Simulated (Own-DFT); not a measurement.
# Stretching a layer in its plane: diamond-structure GeSn with randomly placed atoms, 64 atoms (Ge60Sn4)

Everything here is calculated. The program is Own-DFT (plane waves, in-house, since retired, never reviewed by a person); positions were held fixed, and spin and spin-orbit coupling were off.

Settings: PBE; PseudoDojo norm-conserving scalar-relativistic files; cutoff 49 hartree; 3 x 3 x 3 k mesh centred on Gamma; Fermi-Dirac smearing of 0.1 eV.

Caveats: forces on such cells moved up to 12 meV/angstrom on a denser k mesh; stress not checked against mesh or cutoff.

Unstrained cell vectors in Å: (11.420, 0.000, 0.000); (0.000, 11.420, 0.000); (0.000, 0.000, 11.420). The unstrained cell has measured lattice constants (interpolated for alloys), not those of this functional. That, the random moves and any unrelaxed bonds set the pressure at no strain. Each run strains x and y alike by e, as a substrate would, and holds the height along z. Random moves of width 0.05 Å per axis were added to every atom. The random placing of the alloy's atoms differs from row to row. Stress is positive in tension.

| e (%) | u (Å) | (s_xx + s_yy)/2 (GPa) | s_zz (GPa) |
|---|---|---|---|
| -2.50 | 0.050 | -9.63 | -7.94 |
| -2.00 | 0.054 | -8.75 | -7.48 |
| -1.75 | 0.049 | -8.13 | -7.22 |
| -1.25 | 0.050 | -7.05 | -6.16 |
| -0.75 | 0.051 | -6.11 | -5.69 |
| -0.25 | 0.050 | -5.22 | -5.09 |
| 0.25 | 0.050 | -4.38 | -4.48 |
| 1.25 | 0.050 | -2.80 | -3.38 |
| 1.75 | 0.047 | ? | ? |
| 2.50 | 0.051 | -1.04 | -2.45 |

## Fit

With e as a fraction, the in-plane stress is -4.8 + 173 e - 926 e² GPa (errors 1 and 94, scatter 0.07), and s_zz is -4.8 + 114 e - 773 e² GPa (slope ± 3, scatter 0.14). At e = 0 the first slope is C11 + C12 and the second 2 C12, both with the ions held to the strained lattice and at the cell's own pressure. The term in e² is negative: the layer stiffens under compression and softens under tension. A free layer would change its height as e changes, and the in-plane slope would drop by 2 C12²/C11 to the biaxial modulus. At fixed height, a misfit of 1 % moves the in-plane stress by about 1.7 GPa and s_zz by 1.1 GPa.

## Withheld run

Asked: what are the two stresses at e = 1.75 %?

From the fit: -2.1 and -3.0 GPa. DFT gave -2.06 and -2.98 GPa.
